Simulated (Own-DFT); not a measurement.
# How strain changes the stress of grey tin, 64 atoms (Sn64)

These are calculations, not measurements. They come from Own-DFT, an in-house plane-wave density functional program, since retired, whose code no person has reviewed. Each row is one single-point run on a periodic cell that was not relaxed, without spin or spin-orbit coupling.

Settings of every run: PBE; PseudoDojo norm-conserving scalar-relativistic files; cutoff 42 hartree; 3 x 3 x 3 k mesh centred on Gamma; cold (Marzari-Vanderbilt) smearing of 0.2 eV.

Known limits: forces on such cells moved up to 12 meV/angstrom on a denser k mesh; stress not checked against mesh or cutoff.

Unstrained cell vectors in Å: (12.978, 0.000, 0.000); (0.000, 12.978, 0.000); (0.000, 0.000, 12.978). The unstrained cell has measured lattice constants (interpolated for alloys), not those of this functional. That, the random moves and any unrelaxed bonds set the pressure at no strain. Each run strains this cell uniformly, with the atoms carried along. Every atom was also moved at random, by a Gaussian of width 0.05 Å on each axis. Strain is the symmetric tensor, in per cent. Stress is positive in tension, and the pressure is minus a third of its trace.

```
run  e_xx (%)  e_yy (%)  e_zz (%)  s_xx (GPa)  s_yy (GPa)  s_zz (GPa)  P (GPa)  E (meV/atom)
  1      0.50      0.50      0.00       -3.03       -2.99       -3.19     3.07           1.8
  2      1.00      1.00      0.00       -2.53       -2.51       -2.85     2.63           0.0
  3     -0.25     -0.25      0.00       -4.03       -3.92       -3.97     3.97          24.1
  4     -1.75     -1.75      0.00       -5.85       -5.79       -5.30     5.65          49.9
  5     -2.25     -2.25      0.00       -6.40       -6.41       -5.71     6.17          53.3
  6     -1.75     -1.75      0.00       -5.74       -5.75       -5.18     5.56          42.1
  7      0.50      0.50      0.00       -3.05       -3.04       -3.23     3.11           5.1
  8     -3.00     -3.00      0.00       -7.61       -7.54       -6.66     7.27          82.9
  9      1.00      1.00      0.00       -2.52       -2.52       -2.87     2.64           1.7
 10     -3.00     -3.00      0.00       -7.51       -7.57       -6.70     7.26          81.9
 11     -2.25     -2.25      0.00       -6.43       -6.52       -5.88     6.27          62.6
 12     -0.25     -0.25      0.00       -3.89       -3.86       -3.80     3.85          12.9
 13     -1.25     -1.25      0.00           ?           ?           ?        ?             ?
```

E is the free energy for each atom above the lowest run shown.

## Worked fit

The change of volume is close to e_xx + e_yy + e_zz. A straight line through the runs shown gives P = 3.69 - 58 x (fractional change of volume) GPa, with an error of 1 on the slope and a scatter of 0.11 GPa. The strain isn't the same on all axes, but the crystal is cubic, so the slope still estimates the bulk modulus, averaged over pressures from 2.6 to 7.3 GPa.

## Withheld run

Question: what pressure should run 13 give? Its volume changes by -2.48 %.

The line gives 5.1 GPa. The calculation gave 5.00 GPa.
